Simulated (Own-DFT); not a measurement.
GaN (wurtzite, strained, atoms displaced) (calculated)

Computed with Own-DFT development build. A calculation, not a measurement: plane-wave PBE density functional theory by an unreviewed code, no spin, of a simulated periodic cell, stress positive in tension, free energy of the whole cell less one offset for each atom, forces on such cells passed a denser k mesh, this cell's mesh not checked; offsets are fitted by least squares, one for each functional and potential file, so energies compare only between cells with the same atoms and settings and are not formation energies; the far tail of each file's local potential was reset to the Coulomb form; each entry is a single point on an unrelaxed cell, so the pressure reflects the starting lattice, mostly measured values (interpolated for alloys), from which strain is counted, and rises with the displacements; printed positions are rounded, which can move forces by about a meV/angstrom; the program, named Own-DFT, is a retired in-house code; no spin-orbit coupling.

Settings shared by all entries: functional PBE; potential files PseudoDojo norm-conserving, scalar-relativistic, standard set with the stringent files for Ga; wave cutoff 96 hartree; occupations Gaussian; smearing width 0.01 eV; k mesh 3 x 4 x 3 centred on Gamma.

(1) GaN (wurtzite, strained, atoms displaced)

```xyz
96
Lattice="12.7560 0.0000 0.0000 -4.7835 8.2853 -0.0621 0.0000 -0.0778 10.3700" Properties=species:S:1:pos:R:3 GaN
Ga     0.0046     1.7621    10.2801
Ga     1.6410     0.9813     2.5475
N      0.0638     1.8703     1.9413
N      1.5857     0.8853     4.5513
Ga    -0.0775     1.7576     5.1459
Ga     1.6025     0.9198     7.7754
N     -0.0048     1.8029     7.1210
N      1.6101     0.8331     9.7672
Ga    -1.6467     4.6037    -0.0092
Ga    -0.0192     3.6930     2.5963
N     -1.5896     4.6444     1.9492
N      0.0122     3.6725     4.5331
Ga    -1.6172     4.5350     5.2194
Ga    -0.0628     3.6397     7.7888
N     -1.6810     4.5618     7.0733
N      0.0930     3.5714     9.6140
Ga    -3.2254     7.3309    -0.0397
Ga    -1.5156     6.3906     2.4844
N     -3.2370     7.3383     1.8818
N     -1.6556     6.3970     4.4694
Ga    -3.2177     7.3204     5.1315
Ga    -1.5306     6.3987     7.7726
N     -3.1233     7.3680     7.0769
N     -1.5857     6.3342     9.7102
Ga     3.1982     1.9015    -0.0024
Ga     4.7571     0.9496     2.6525
N      3.1612     1.8108     1.9778
N      4.7284     0.8279     4.4026
Ga     3.1377     1.8279     5.1035
Ga     4.7726     0.8831     7.8306
N      3.1730     1.7343     7.0233
N      4.6952     0.8950     9.7247
Ga     1.5970     4.6221     0.0379
Ga     3.2677     3.6654     2.5991
N      1.5997     4.5828     1.8757
N      3.1868     3.6125     4.5613
Ga     1.5559     4.5534     5.2774
Ga     3.1904     3.6922     7.7402
N      1.5548     4.5559     7.2005
N      3.2307     3.6381     9.7075
Ga     0.0293     7.4532     0.0594
Ga     1.5423     6.4166     2.5265
N      0.0594     7.3111     1.8505
N      1.6088     6.4035     4.5080
Ga     0.1212     7.3644     5.0472
Ga     1.5935     6.4178     7.7141
N     -0.0472     7.2763     7.1284
N      1.5785     6.3500     9.6861
Ga     6.3837     1.8911    -0.0092
Ga     8.0244     0.8498     2.5921
N      6.3837     1.8769     1.8980
N      8.0591     0.9254     4.4841
Ga     6.2692     1.8018     5.2591
Ga     7.9681     0.8564     7.7310
N      6.3292     1.8165     7.1343
N      7.9626     0.8618     9.7177
Ga     4.7626     4.6672    -0.0290
Ga     6.3631     3.6282     2.5076
N      4.8047     4.5759     1.8821
N      6.4864     3.6474     4.4700
Ga     4.8036     4.4421     5.2205
Ga     6.4079     3.6292     7.7081
N      4.6894     4.6134     7.0377
N      6.4721     3.5531     9.7966
Ga     3.1818     7.4217    -0.0008
Ga     4.7782     6.4078     2.4729
N      3.1635     7.3234     1.9133
N      4.8191     6.4751     4.5784
Ga     3.1913     7.2554     5.1327
Ga     4.8330     6.3906     7.6894
N      3.1117     7.4487     7.0511
N      4.7802     6.2547     9.7337
Ga     9.6422     1.7836     0.0105
Ga    11.1266     0.9956     2.6492
N      9.5438     1.8996     1.8834
N     11.1683     0.8404     4.5336
Ga     9.6055     1.8220     5.1454
Ga    11.2439     0.7982     7.8186
N      9.5898     1.7814     7.1127
N     11.1787     0.7772     9.7163
Ga     7.9309     4.6267     0.0467
Ga     9.5841     3.6313     2.5697
N      7.9131     4.6592     1.8870
N      9.5006     3.6138     4.5663
Ga     8.0293     4.5135     5.0143
Ga     9.4847     3.4909     7.7534
N      7.9971     4.5485     7.0885
N      9.5307     3.6656     9.6017
Ga     6.3747     7.3115    -0.0107
Ga     7.8931     6.5221     2.5491
N      6.4802     7.3774     1.9441
N      8.0418     6.4469     4.4834
Ga     6.4556     7.3202     5.1789
Ga     7.8976     6.4363     7.6397
N      6.5086     7.2576     7.1031
N      7.9783     6.4121     9.6763
```

* free energy of cell above offsets: -3.467 eV
* pressure: 7.44 GPa
* stress xx: -6.13 GPa
* stress yy: -7.23 GPa
* stress zz: -8.95 GPa
* stress yz: -1.43 GPa
* stress xz: -0.48 GPa
* stress xy: 0.05 GPa

Force:
| element | x (eV/Å) | y (eV/Å) | z (eV/Å) |
| --- | --- | --- | --- |
| Ga | 0.48 | 0.039 | 1.098 |
| Ga | -1.629 | -2.145 | 0.955 |
| N | -1.601 | 0.077 | -0.339 |
| N | -0.656 | 0.176 | -0.745 |
| Ga | 1.856 | 0.946 | 0.458 |
| Ga | 0.176 | -0.764 | 0.064 |
| N | -0.315 | -0.172 | -0.113 |
| N | 0.171 | 0.303 | -0.586 |
| Ga | 0.665 | -0.274 | -0.937 |
| Ga | 0.643 | -0.168 | -0.297 |
| N | -0.256 | -2.261 | -0.728 |
| N | -0.461 | -0.567 | 0.228 |
| Ga | 0.028 | 1.094 | -1.272 |
| Ga | -0.464 | 0.192 | -1.482 |
| N | 0.58 | -0.575 | 1.464 |
| N | -1.227 | 0.394 | 2.366 |
| Ga | 0.828 | 0.424 | -0.207 |
| Ga | -1.942 | 1.915 | 1.357 |
| N | 1.174 | 0.51 | 0.463 |
| N | 1.625 | -0.129 | -0.088 |
| Ga | 1.743 | 0.714 | 0.32 |
| Ga | -2.02 | -0.622 | -0.06 |
| N | -1.012 | -0.613 | 0.387 |
| N | 0.386 | 0.774 | 0.446 |
| Ga | -0.977 | -0.11 | 0.147 |
| Ga | 0.877 | -0.313 | -3.864 |
| N | 1.764 | 1.179 | -0.776 |
| N | 0.679 | 1.118 | 3.937 |
| Ga | -0.103 | -1.461 | 0.755 |
| Ga | -0.918 | -0.619 | -0.9 |
| N | 0.84 | 1.484 | 1.194 |
| N | 1.635 | -0.396 | 0.611 |
| Ga | 0.051 | -0.155 | -2.116 |
| Ga | -1.281 | 0.255 | -0.228 |
| N | 0.334 | -0.147 | 2.09 |
| N | -0.012 | 1.239 | -0.63 |
| Ga | 0.234 | -0.012 | -0.897 |
| Ga | -0.621 | -1.566 | 0.506 |
| N | 0.318 | 0.161 | -0.869 |
| N | -0.484 | -0.066 | -0.183 |
| Ga | -0.536 | -0.9 | -3.409 |
| Ga | 1.235 | -0.73 | 0.482 |
| N | -0.783 | 1.301 | 2.278 |
| N | 0.494 | -0.972 | -0.548 |
| Ga | -3.032 | -0.96 | 1.577 |
| Ga | -0.412 | 0.165 | 0.931 |
| N | 1.946 | 1.422 | -1.402 |
| N | 0.407 | 0.967 | 0.305 |
| Ga | -0.329 | -1.35 | -0.076 |
| Ga | -1.028 | 1.151 | -0.096 |
| N | -0.097 | -2.005 | 0.716 |
| N | -1.661 | -0.87 | 1.096 |
| Ga | 1.587 | -0.115 | -2.279 |
| Ga | 0.267 | 1.785 | 0.922 |
| N | 0.147 | -0.455 | 0.36 |
| N | 0.5 | -0.259 | -0.033 |
| Ga | 0.772 | -3.256 | 0.111 |
| Ga | 0.776 | 1.044 | 0.555 |
| N | -0.355 | 0.197 | 0.764 |
| N | -2.54 | -0.924 | 0.295 |
| Ga | 0.629 | 1.643 | -2.439 |
| Ga | -0.036 | 0.934 | 1.188 |
| N | 1.386 | -0.562 | 1.829 |
| N | -1.886 | 1.677 | -2.119 |
| Ga | -0.451 | -0.953 | -1.321 |
| Ga | 0.741 | 0.49 | 1.703 |
| N | 0.439 | 0.067 | 0.036 |
| N | 0.224 | -1.701 | -1.052 |
| Ga | 0.628 | 1.654 | -0.452 |
| Ga | -0.881 | 0.788 | 0.57 |
| N | 1.045 | -2.952 | 0.027 |
| N | 0.058 | 3.762 | -1.544 |
| Ga | -1.06 | 1.367 | -1.617 |
| Ga | 1.18 | -0.716 | -1.451 |
| N | 0.51 | -1.487 | 0.862 |
| N | -0.557 | 0.383 | 0.336 |
| Ga | -0.527 | -0.81 | 0.829 |
| Ga | -0.738 | 1.014 | -0.837 |
| N | 0.256 | -2.042 | -0.307 |
| N | -0.196 | 0.089 | 0.513 |
| Ga | 1.272 | 0.528 | -1.93 |
| Ga | -0.796 | 2.082 | 0.216 |
| N | 0.821 | -0.638 | 2.019 |
| N | 2.901 | -0.528 | -1.758 |
| Ga | -1.276 | 2.295 | 2.136 |
| Ga | 0.764 | 2.666 | -0.46 |
| N | -0.832 | -0.037 | -0.779 |
| N | 0.398 | -1.166 | 2.518 |
| Ga | 0.534 | 0.116 | -0.212 |
| Ga | 3.278 | -1.793 | 0.841 |
| N | -4.131 | 1.702 | -1.135 |
| N | -1.566 | -1.13 | 0.042 |
| Ga | -0.588 | -0.512 | -1.008 |
| Ga | 5.862 | -2.85 | 2.519 |
| N | -4.931 | 2.468 | -1.264 |
| N | -0.94 | -0.938 | -0.583 |

(2) GaN (wurtzite, strained, atoms displaced)

```xyz
96
Lattice="12.7560 -0.0957 0.0000 -4.8456 8.3211 0.0000 0.0000 0.0000 10.3700" Properties=species:S:1:pos:R:3 GaN
Ga     0.0387     1.7487    10.3280
Ga     1.5668     0.8951     2.5961
N      0.0385     1.8801     1.9814
N      1.5760     0.9038     4.5649
Ga     0.0496     1.8313     5.1612
Ga     1.5544     0.9113     7.9174
N     -0.0930     1.9228     7.1986
N      1.6374     0.8605     9.6434
Ga    -1.6573     4.6479     0.0358
Ga     0.0237     3.7260     2.6022
N     -1.6097     4.6523     1.9374
N      0.0395     3.7143     4.5417
Ga    -1.6471     4.6525     5.1136
Ga    -0.0517     3.6542     7.6911
N     -1.6697     4.5813     7.0690
N     -0.0669     3.7148     9.7909
Ga    -3.1688     7.3872     0.0172
Ga    -1.6133     6.4408     2.5739
N     -3.3541     7.3381     1.8874
N     -1.5128     6.4669     4.6130
Ga    -3.1931     7.4260     5.1685
Ga    -1.6544     6.4339     7.8041
N     -3.2096     7.4107     7.2303
N     -1.6352     6.3803     9.7253
Ga     3.1590     1.8776    10.3146
Ga     4.8086     0.9748     2.5972
N      3.1815     1.8336     1.9604
N      4.7610     0.9287     4.5548
Ga     3.1347     1.8561     5.2324
Ga     4.7923     0.9477     7.7000
N      3.1185     1.8739     7.1995
N      4.7568     0.8213     9.6644
Ga     1.5267     4.6169    10.3038
Ga     3.0746     3.6573     2.5962
N      1.5448     4.5115     1.8747
N      3.1915     3.6747     4.5992
Ga     1.5664     4.5964     5.1759
Ga     3.0910     3.7259     7.7283
N      1.4846     4.6495     7.1717
N      3.1103     3.6993     9.6895
Ga    -0.0591     7.4321     0.0528
Ga     1.6196     6.3801     2.6234
N     -0.1070     7.3343     1.9697
N      1.5468     6.4507     4.5960
Ga    -0.0923     7.3279     5.1800
Ga     1.5840     6.4220     7.6841
N     -0.0686     7.3994     7.1210
N      1.6047     6.4567     9.8665
Ga     6.3801     1.7825     0.0060
Ga     7.9529     0.8962     2.6166
N      6.3712     1.7489     1.8451
N      7.9756     0.8376     4.5466
Ga     6.2922     1.8103     5.1458
Ga     7.9852     0.8314     7.8033
N      6.4027     1.8276     7.0334
N      7.9085     0.8275     9.6727
Ga     4.7638     4.5242     0.1113
Ga     6.3716     3.6189     2.5295
N      4.7445     4.5766     1.9118
N      6.3333     3.6137     4.5902
Ga     4.7201     4.5669     5.1569
Ga     6.3932     3.6424     7.7586
N      4.7310     4.6266     7.1327
N      6.3693     3.6171     9.8282
Ga     3.1457     7.4105     0.0453
Ga     4.8049     6.4048     2.6231
N      3.1586     7.2870     1.9463
N      4.7908     6.3849     4.6428
Ga     3.0940     7.2747     5.2190
Ga     4.7387     6.3437     7.7393
N      3.1669     7.3502     7.1290
N      4.7006     6.4872     9.7897
Ga     9.4734     1.7513     0.0299
Ga    11.1861     0.7769     2.6547
N      9.5638     1.6649     1.9372
N     11.2711     0.8413     4.4805
Ga     9.4884     1.8110     5.1707
Ga    11.2033     0.7661     7.7638
N      9.4576     1.7532     7.0779
N     11.1600     0.8476     9.8358
Ga     7.8938     4.6468     0.0264
Ga     9.5036     3.6116     2.6862
N      7.9728     4.6106     2.0162
N      9.5437     3.6324     4.5422
Ga     7.9225     4.5633     5.1576
Ga     9.5532     3.5746     7.7827
N      7.9242     4.5632     7.1469
N      9.5513     3.6106     9.7007
Ga     6.2946     7.4240    10.3060
Ga     7.8225     6.3262     2.5505
N      6.2992     7.3546     1.8476
N      7.9838     6.3309     4.4699
Ga     6.3366     7.2128     5.1317
Ga     7.9970     6.4451     7.8005
N      6.2964     7.3153     7.1185
N      7.8663     6.2717     9.7180
```

* free energy of cell above offsets: -4.412 eV
* pressure: 7.25 GPa
* stress xx: -5.77 GPa
* stress yy: -8.11 GPa
* stress zz: -7.86 GPa
* stress yz: 0.26 GPa
* stress xz: -0.21 GPa
* stress xy: -3.81 GPa

Force:
| element | x (eV/Å) | y (eV/Å) | z (eV/Å) |
| --- | --- | --- | --- |
| Ga | -0.286 | 2.136 | 1.224 |
| Ga | 0.152 | -0.323 | -0.433 |
| N | -0.517 | -0.675 | -0.53 |
| N | 0.915 | 0.013 | -0.273 |
| Ga | -0.989 | 0.68 | 0.702 |
| Ga | 0.116 | 0.545 | -4.866 |
| N | 1.432 | -2.588 | -1.337 |
| N | -0.412 | 0.095 | 4.461 |
| Ga | 0.286 | -1.507 | -0.421 |
| Ga | -1.301 | -0.802 | -0.505 |
| N | -0.52 | -1.028 | 1.359 |
| N | -1.038 | -0.494 | 0.086 |
| Ga | 0.844 | -0.805 | 1.011 |
| Ga | -0.935 | 2.091 | 2.115 |
| N | 0.43 | 0.62 | 0.207 |
| N | 0.146 | -1.164 | -1.317 |
| Ga | -0.844 | -0.975 | -0.776 |
| Ga | -1.333 | 0.344 | 0.462 |
| N | 1.369 | 0.693 | 1.419 |
| N | -3.755 | -0.696 | -2.062 |
| Ga | -0.154 | -0.956 | 0.695 |
| Ga | 0.77 | -0.317 | -0.372 |
| N | 0.07 | 0.563 | -1.601 |
| N | 0.09 | 1.705 | 0.133 |
| Ga | 0.803 | -0.377 | 0.328 |
| Ga | -0.994 | -1.477 | 0.035 |
| N | -0.065 | -0.278 | -0.449 |
| N | -0.941 | -0.747 | -0.32 |
| Ga | 0.539 | -0.572 | 0.089 |
| Ga | -0.121 | -0.437 | 0.462 |
| N | 0.109 | -0.31 | -0.732 |
| N | -0.055 | 1.863 | 0.349 |
| Ga | -0.003 | 0.052 | 0.223 |
| Ga | 1.06 | -0.072 | -0.023 |
| N | 0.802 | 1.523 | 1.026 |
| N | -1.294 | -0.15 | -0.999 |
| Ga | 0.229 | 0.336 | 0.619 |
| Ga | 0.749 | -0.101 | 0.721 |
| N | 0.682 | -1.044 | -1.159 |
| N | 0.776 | -0.202 | 0.233 |
| Ga | 0.509 | -1.696 | -0.701 |
| Ga | -1.03 | 0.241 | -0.844 |
| N | 1.61 | 1.22 | 0.514 |
| N | -0.31 | -0.703 | -0.872 |
| Ga | 2.556 | 2.226 | 0.992 |
| Ga | -0.9 | 1.626 | 2.14 |
| N | 0.261 | -0.305 | 0.197 |
| N | -1.287 | 0.399 | -1.854 |
| Ga | -0.68 | -0.325 | -1.894 |
| Ga | 0.169 | -1.4 | -0.099 |
| N | 0.46 | 0.699 | 2.146 |
| N | -0.841 | -0.07 | -0.207 |
| Ga | 1.524 | -0.457 | 0.215 |
| Ga | -0.807 | 0.229 | -1.208 |
| N | -0.311 | -0.264 | 1.659 |
| N | 0.46 | 0.938 | 0.976 |
| Ga | -0.595 | 1.154 | -3.257 |
| Ga | -0.411 | 0.054 | 0.72 |
| N | 0.033 | -0.482 | 2.971 |
| N | 0.008 | 0.717 | -1.599 |
| Ga | 1.252 | -0.255 | 0.904 |
| Ga | -0.827 | 0.036 | 0.602 |
| N | 0.148 | -2.115 | -0.41 |
| N | -0.541 | 0.11 | -1.163 |
| Ga | 0.042 | -1.276 | -0.315 |
| Ga | -0.957 | 0.279 | -0.465 |
| N | 0.223 | 0.801 | 1.404 |
| N | -1.702 | -0.087 | -1.893 |
| Ga | 1.35 | 1.494 | -0.267 |
| Ga | -0.08 | 1.813 | 1.777 |
| N | -0.146 | -0.459 | 0.083 |
| N | 0.497 | -1.305 | -1.114 |
| Ga | 0.854 | 0.79 | -0.624 |
| Ga | 0.232 | 1.008 | -2.024 |
| N | -0.082 | 1.523 | 0.826 |
| N | -1.549 | -0.555 | 2.12 |
| Ga | 1.167 | -0.926 | 0.053 |
| Ga | -1.731 | 1.096 | 0.359 |
| N | 1.761 | 0.048 | 0.787 |
| N | -0.4 | 1.288 | -2.2 |
| Ga | 1.071 | -3.263 | 0.469 |
| Ga | 1.005 | -0.374 | -2.271 |
| N | -0.465 | -2.632 | -1.111 |
| N | -0.348 | -0.117 | 0.541 |
| Ga | 0.085 | -0.558 | 0.991 |
| Ga | -0.58 | 0.127 | -0.29 |
| N | 0.793 | 0.469 | -0.521 |
| N | -0.875 | -0.224 | 0.991 |
| Ga | 0.12 | -2.741 | 0.259 |
| Ga | 0.521 | 2.415 | 0.097 |
| N | 0.404 | -0.824 | 1.624 |
| N | -0.19 | 1.014 | 0.831 |
| Ga | 1.634 | 2.018 | 1.037 |
| Ga | -1.541 | -1.386 | -0.174 |
| N | 1.103 | -0.434 | -0.159 |
| N | 0.521 | 4.239 | -0.529 |

(3) GaN (wurtzite, strained, atoms displaced)

```xyz
96
Lattice="12.7560 -0.0957 0.0000 -4.8456 8.3211 0.0000 0.0000 0.0000 10.3700" Properties=species:S:1:pos:R:3 GaN
Ga    -0.0257     1.8346     0.0234
Ga     1.6515     0.9679     2.5734
N      0.0329     1.8855     2.0238
N      1.5620     0.8469     4.5749
Ga    -0.0492     1.8658     5.1878
Ga     1.5947     0.8253     7.7483
N     -0.0283     1.8184     7.1232
N      1.5343     0.9084     9.8186
Ga    -1.6515     4.5953    10.3371
Ga     0.0175     3.6465     2.5881
N     -1.6048     4.6312     1.9442
N     -0.0796     3.7064     4.6184
Ga    -1.5374     4.6115     5.1764
Ga    -0.0256     3.6920     7.8160
N     -1.6465     4.5821     7.1792
N     -0.0536     3.6818     9.6656
Ga    -3.2531     7.4626    10.3537
Ga    -1.6300     6.5085     2.5756
N     -3.1923     7.5437     1.9316
N     -1.7550     6.5104     4.5498
Ga    -3.1969     7.4387     5.1652
Ga    -1.7036     6.4984     7.7243
N     -3.2305     7.3738     7.1018
N     -1.5867     6.4168     9.7038
Ga     3.1583     1.7936    10.3421
Ga     4.7496     0.9228     2.6721
N      3.2001     1.8124     1.9142
N      4.7990     0.8333     4.5466
Ga     3.1917     1.8225     5.1541
Ga     4.7846     0.7797     7.8761
N      3.1647     1.7947     7.0700
N      4.7387     0.8636     9.7138
Ga     1.5595     4.5673    10.3160
Ga     3.1888     3.6318     2.6229
N      1.5942     4.5927     1.9536
N      3.1361     3.6222     4.5872
Ga     1.6138     4.5599     5.1731
Ga     3.2481     3.6837     7.8401
N      1.5224     4.5132     7.2008
N      3.1836     3.6460     9.7332
Ga    -0.0427     7.3862    10.3433
Ga     1.5997     6.3894     2.5497
N     -0.1499     7.3569     1.9884
N      1.5932     6.4221     4.5080
Ga    -0.0506     7.3897     5.0881
Ga     1.4809     6.4047     7.8041
N     -0.1344     7.2606     7.1613
N      1.5613     6.4096     9.7816
Ga     6.3570     1.7078     0.0503
Ga     7.9448     0.7852     2.5797
N      6.2081     1.7536     1.9789
N      7.8986     0.9149     4.3854
Ga     6.3353     1.8410     5.1572
Ga     7.9518     0.8960     7.7937
N      6.3586     1.8009     7.0827
N      7.9427     0.8303     9.7595
Ga     4.6522     4.6451    10.3580
Ga     6.3558     3.5968     2.6440
N      4.7494     4.5000     1.9763
N      6.3558     3.5806     4.5392
Ga     4.6882     4.6457     5.2338
Ga     6.2939     3.5811     7.8512
N      4.7521     4.5167     7.2292
N      6.3044     3.6516     9.7066
Ga     3.1528     7.2920    10.3247
Ga     4.8138     6.4401     2.6330
N      3.2251     7.2744     1.9456
N      4.7342     6.3996     4.5634
Ga     3.0704     7.3734     5.3116
Ga     4.7109     6.3902     7.8045
N      3.1237     7.4226     7.1731
N      4.7768     6.2908     9.7757
Ga     9.5005     1.8201    10.2289
Ga    11.1942     0.8491     2.5758
N      9.4455     1.7622     1.9375
N     11.1098     0.8701     4.4826
Ga     9.5812     1.8319     5.1181
Ga    11.1670     0.7916     7.6779
N      9.5952     1.7478     7.1410
N     11.1304     0.8610     9.6396
Ga     7.9054     4.5684    10.2907
Ga     9.5407     3.6473     2.6577
N      7.8947     4.5359     2.0109
N      9.5876     3.4796     4.5526
Ga     7.8254     4.4752     5.1061
Ga     9.5208     3.7058     7.7990
N      7.9223     4.5960     7.1601
N      9.4820     3.6241     9.8024
Ga     6.2968     7.3429     0.0042
Ga     7.9321     6.2782     2.6095
N      6.2997     7.3425     2.0347
N      7.9543     6.4195     4.5892
Ga     6.3196     7.3031     5.1791
Ga     7.8874     6.3802     7.7789
N      6.3333     7.3416     7.1212
N      7.9636     6.3168     9.7000
```

- free energy of cell above offsets: -4.483 eV
- pressure: 7.2 GPa
- stress xx: -6.19 GPa
- stress yy: -8.89 GPa
- stress zz: -6.51 GPa
- stress yz: 0.69 GPa
- stress xz: 0.67 GPa
- stress xy: -2.79 GPa

Force:
| element | x (eV/Å) | y (eV/Å) | z (eV/Å) |
| --- | --- | --- | --- |
| Ga | -0.644 | 0.522 | -0.146 |
| Ga | -0.843 | -0.239 | 1.018 |
| N | -0.313 | -0.911 | -1.24 |
| N | 0.175 | 2.575 | -0.986 |
| Ga | 0.347 | -0.764 | -0.001 |
| Ga | -0.38 | 1.682 | 0.17 |
| N | 0.772 | 0.149 | 0.22 |
| N | 0.5 | 0.788 | -1.909 |
| Ga | 0.355 | 0.421 | 0.68 |
| Ga | -0.804 | 1.74 | 0.52 |
| N | -0.116 | -0.211 | 0.279 |
| N | 2.322 | -0.617 | -1.52 |
| Ga | -2.699 | 1.117 | 0.955 |
| Ga | -1.06 | -1.093 | -1.281 |
| N | 0.588 | 0.819 | -0.723 |
| N | 0.195 | -0.406 | 2.011 |
| Ga | 0.635 | -2.097 | 0.605 |
| Ga | -1.8 | -1.101 | 0.281 |
| N | -0.964 | -2.602 | -0.046 |
| N | 2.543 | -1.535 | -0.513 |
| Ga | -1.549 | -0.866 | 0.671 |
| Ga | -0.149 | -1.919 | 1.088 |
| N | -1.024 | -0.053 | 0.431 |
| N | -1.071 | 0.855 | -0.037 |
| Ga | 0.168 | 0.383 | 0.429 |
| Ga | -0.989 | -1.548 | -1.065 |
| N | 0.115 | 0.686 | 0.454 |
| N | -0.652 | 1.538 | 0.434 |
| Ga | -0.415 | -1.16 | 0.653 |
| Ga | -0.389 | 0.915 | -2.925 |
| N | 0.699 | 0.01 | 1.702 |
| N | 0.312 | 0.243 | 0.993 |
| Ga | -0.296 | -0.359 | 0.799 |
| Ga | -0.261 | 0.291 | -0.548 |
| N | -0.008 | -0.853 | -0.364 |
| N | 0.856 | 0.47 | -0.617 |
| Ga | -1.332 | 0.51 | 0.907 |
| Ga | -2.465 | -1.783 | -0.869 |
| N | 1.868 | 1.346 | -0.867 |
| N | -0.897 | -0.342 | 0.307 |
| Ga | -0.52 | -1.033 | 1.209 |
| Ga | -0.594 | 0.945 | 0.042 |
| N | 3.091 | 1.015 | -0.877 |
| N | -0.648 | -0.251 | 0.673 |
| Ga | -0.208 | -1.666 | 1.144 |
| Ga | 0.245 | -0.331 | -0.266 |
| N | 2.003 | 1.48 | -1.141 |
| N | -0.252 | 0.283 | -0.736 |
| Ga | -0.392 | 1.501 | 0.017 |
| Ga | -0.317 | 0.397 | -1.654 |
| N | 2.679 | 0.567 | -0.715 |
| N | 0.354 | -0.725 | 3.731 |
| Ga | 0.637 | -1.688 | 0.317 |
| Ga | 0.28 | 0.858 | -0.319 |
| N | -0.276 | -0.627 | 0.99 |
| N | -0.405 | -0.278 | -0.661 |
| Ga | 1.55 | -3.737 | 2.11 |
| Ga | -0.737 | -0.229 | -1.416 |
| N | 0.483 | 1.215 | -0.017 |
| N | -2.234 | 1.058 | 0.078 |
| Ga | 0.667 | -1.371 | 0.013 |
| Ga | 1.328 | 0.224 | -1.147 |
| N | 0.528 | 1.65 | -1.663 |
| N | -0.16 | -0.87 | 1.584 |
| Ga | 0.521 | 0.331 | 1.058 |
| Ga | -1.412 | -1.496 | -0.116 |
| N | -0.916 | 0.219 | -0.632 |
| N | -0.618 | 0.575 | 0.621 |
| Ga | 0.718 | 0.797 | -2.476 |
| Ga | 0.546 | 0.462 | -0.234 |
| N | -0.238 | -1.688 | 0.941 |
| N | -0.445 | 3.94 | -1.62 |
| Ga | 0.746 | -1.06 | 2.134 |
| Ga | -1.287 | 0.657 | -0.201 |
| N | 1.596 | 0.497 | -0.808 |
| N | 0.673 | -0.826 | 0.983 |
| Ga | -0.976 | -3.57 | 1.451 |
| Ga | -0.206 | 1.256 | 0.78 |
| N | -0.997 | 0.763 | -0.203 |
| N | 0.026 | -0.505 | 1.054 |
| Ga | -0.444 | -1.06 | 1.544 |
| Ga | 0.192 | -1.007 | -1.385 |
| N | 0.613 | -0.726 | -1.092 |
| N | -0.595 | 4.795 | -0.397 |
| Ga | 2.973 | 1.563 | 1.743 |
| Ga | -0.345 | -1.318 | -0.37 |
| N | -0.659 | -1.291 | -0.759 |
| N | 0.289 | 0.563 | -1.356 |
| Ga | 0.752 | -0.034 | 0.31 |
| Ga | 0.42 | 2.774 | 0.277 |
| N | 1.761 | -0.217 | -1.6 |
| N | -0.674 | -1.137 | -0.574 |
| Ga | 0.447 | 0.728 | -0.35 |
| Ga | 0.411 | 0.346 | -0.567 |
| N | -0.652 | -1.52 | 0.104 |
| N | -0.654 | 2.206 | 0.5 |
